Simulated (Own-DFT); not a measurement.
# Energy and forces against displacement in beta-Si3N4, 42 atoms (N24Si18)

All numbers below are calculated, not measured. They come from Own-DFT, an in-house plane-wave density functional program, since retired, whose code no person has reviewed. Each row is one single-point run on a periodic cell that was not relaxed, without spin or spin-orbit coupling.

Settings of every run: PBEsol; PseudoDojo norm-conserving scalar-relativistic files, made for PBE; cutoff 42 hartree; 3 x 3 x 3 k mesh centred on Gamma; Fermi-Dirac smearing of 0.1 eV.

Known limits, some of them of some rows only: some atoms lie very close together; forces on such cells passed a denser k mesh, each cell not checked; stress not checked against mesh or cutoff.

Cell vectors in Å: (7.606, 0.000, 0.000); (-3.803, 6.587, 0.000); (0.000, 0.000, 8.727). In each run every atom was moved at random and independently from its ideal site; u is the rms move along one axis. E is the free energy for each atom above the fitted value at u = 0, and F the rms of the force components.

```
run,u (Å),E (meV/atom),F (eV/Å),largest force (eV/Å),P (GPa)
1,0.0167,14.3,0.789,2.56,3.02
2,0.0189,21.6,0.983,4.49,3.25
3,0.0233,21.0,0.886,2.82,3.30
4,0.0494,100.4,1.895,6.76,5.47
5,0.0500,126.5,2.315,10.02,6.06
6,0.0518,?,?,?,?
7,0.0977,448.3,4.839,27.19,15.41
8,0.0985,522.4,5.174,23.69,16.47
9,0.1078,591.6,5.729,30.53,17.99
10,0.1516,916.0,6.065,30.56,27.00
```

## Worked fit

For small independent moves the energy grows as E = (3/2) K u², with K the mean stiffness felt by one atom. The runs with u up to 0.11 Å give K = 32.6 ± 1.6 eV/Å², with residuals divided by u² + 0.0006 Å², since the noise grows with the moves. The scatter is 13.5 meV/atom at u = 0.05 Å. The forces follow F = G u with G = 47.5 eV/Å²; no force at u = 0 is resolved. G exceeds K because the moves of its neighbours add to the force on an atom, and stiffness differs between atoms. At u = 0.152 Å the parabola gives 1125 meV/atom and the run 916. The pressure follows P = 2.59 + 1359 u² GPa: at fixed volume, shortened bonds push harder than stretched ones pull.

## Withheld run

Question: what energy and rms force should run 6 give?

The fit gives 131 ± 16 meV/atom and about 2.46 eV/Å. The calculation gave 128.4 meV/atom and 2.082 eV/Å. This run lies off the fit, by chance or by something that the fit leaves out.
